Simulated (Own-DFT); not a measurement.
# Which defects push the lattice out? B20 RuSi

Source: density functional calculations with Own-DFT, an unreviewed in-house program that is no longer used. Nothing was measured or relaxed, and spin and spin-orbit coupling are left out.

Settings: PBE; PseudoDojo norm-conserving scalar-relativistic files; cutoff 50 hartree; 5 x 4 x 5 k mesh centred on Gamma; cold (Marzari-Vanderbilt) smearing of 0.2 eV.

Keep in mind (not all hold for every row): not probed for a lower state with spin; forces on such cells failed a check on a denser k mesh; stress not checked against mesh or cutoff.

All runs share one cell, with vectors in Å (4.709, 0.000, 4.709); (0.000, 9.417, 0.000); (-4.709, 0.000, 4.709) and a volume of 417.6 Å³. Atoms were moved at random from their sites; u is the rms move along one axis. The defect's site can differ from row to row.

```
cell,formula,u (Å),P (GPa)
no defect,Ru16Si16,0.0170,4.62
no defect,Ru16Si16,0.0198,4.66
no defect,Ru16Si16,0.0500,6.49
one Ru on a Si site,Ru17Si15,0.0285,8.38
one Ru on a Si site,Ru17Si15,0.0496,9.05
one Ru on a Si site,Ru17Si15,0.0549,9.67
one Si on a Ru site,Ru15Si17,0.0288,5.32
one Si on a Ru site,Ru15Si17,0.0290,5.98
one Si on a Ru site,Ru15Si17,0.0557,6.44
one Ru vacancy,Ru15Si16,0.0270,3.13
one Ru vacancy,Ru15Si16,0.0320,2.98
one Ru vacancy,Ru15Si16,0.0500,4.87
one Si vacancy,Ru16Si15,0.0301,2.65
one Si vacancy,Ru16Si15,0.0311,2.91
one Si vacancy,Ru16Si15,0.0452,3.09
one Si vacancy,Ru16Si15,0.0538,?
```

## What the rows give

P = P0 + c u² + a shift for each defect gives P0 = 4.58 GPa, c = 635 ± 112 GPa/Å² and a scatter of 0.38 GPa. The shifts, and each times the cell's volume:

- one Ru on a Si site: 3.12 ± 0.33 GPa, 8.1 eV
- one Si on a Ru site: 0.32 ± 0.32 GPa, 0.8 eV (not resolved)
- one Ru vacancy: -1.82 ± 0.31 GPa, -4.8 eV
- one Si vacancy: -2.53 ± 0.31 GPa, -6.6 eV

Against the defect-free cell, a freed cell would be larger where the shift is positive and smaller where it is negative (160.2 GPa Å³ is 1 eV). The atoms around the defects weren't relaxed, which would change these numbers.

## Withheld run

The question: what pressure belongs in the blank (one Si vacancy, u = 0.0538 Å)?

The fitted form gives 3.89 ± 0.48 GPa. DFT gave 4.53 GPa.
